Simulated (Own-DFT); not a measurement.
# How strain changes the stress of wurtzite GaN, 72 atoms (Ga36N36)

Calculated results; nothing here was measured. The program, named Own-DFT, is a retired in-house plane-wave density functional code that no person has reviewed. Each row is one single-point run on a periodic cell that was not relaxed, without spin or spin-orbit coupling.

Settings of every run: PBE; PseudoDojo norm-conserving scalar-relativistic files; cutoff 42 hartree; 4 x 4 x 3 k mesh centred on Gamma; Fermi-Dirac smearing of 0.1 eV.

Known limits: forces not confirmed at this smearing and k mesh; stress not checked against mesh or cutoff.

Unstrained cell vectors in Å: (9.567, 0.000, 0.000); (-4.784, 8.285, 0.000); (0.000, 0.000, 10.370). The unstrained cell has measured lattice constants (interpolated for alloys), not those of this functional. That, the random moves and any unrelaxed bonds set the pressure at no strain. Each run strains this cell uniformly, with the atoms carried along. Every atom was also moved at random, by a Gaussian of width 0.05 Å on each axis. Strain is the symmetric tensor, in per cent. Stress is positive in tension, and the pressure is minus a third of its trace.

```
run  e_xx (%)  e_yy (%)  e_zz (%)  s_xx (GPa)  s_yy (GPa)  s_zz (GPa)  P (GPa)  E (meV/atom)
  1      2.50      2.50      0.00        4.05        4.49       -3.44    -1.70           0.0
  2      1.00      1.00      0.00       -2.19       -2.39       -6.88     3.82          15.3
  3      0.50      0.50      0.00       -3.67       -3.76       -8.69     5.37           7.0
  4     -1.00     -1.00      0.00      -14.11      -13.70       -7.85    11.88          34.7
  5     -2.25     -2.25      0.00      -21.31      -21.23      -12.14    18.23          78.5
  6     -3.00     -3.00      0.00      -25.33      -27.86      -12.04    21.74          80.2
  7     -1.75     -1.75      0.00      -18.90      -18.79       -9.57    15.75          60.3
  8      2.00      2.00      0.00        2.63        1.22       -4.49     0.21          14.4
  9      1.25      1.25      0.00           ?           ?           ?        ?             ?
```

E is the free energy for each atom above the lowest run shown.

## Worked fit

The change of volume is close to e_xx + e_yy + e_zz. A straight line through the runs shown gives P = 8.43 - 214 x (fractional change of volume) GPa, with an error of 6 on the slope and a scatter of 0.68 GPa. The strain isn't the same on all axes and the cell isn't cubic, so the slope belongs to this path and is not the bulk modulus.

## Withheld run

Question: what pressure should run 9 give? Its volume changes by 2.52 %.

The line gives 3.1 GPa. The calculation gave 2.68 GPa.
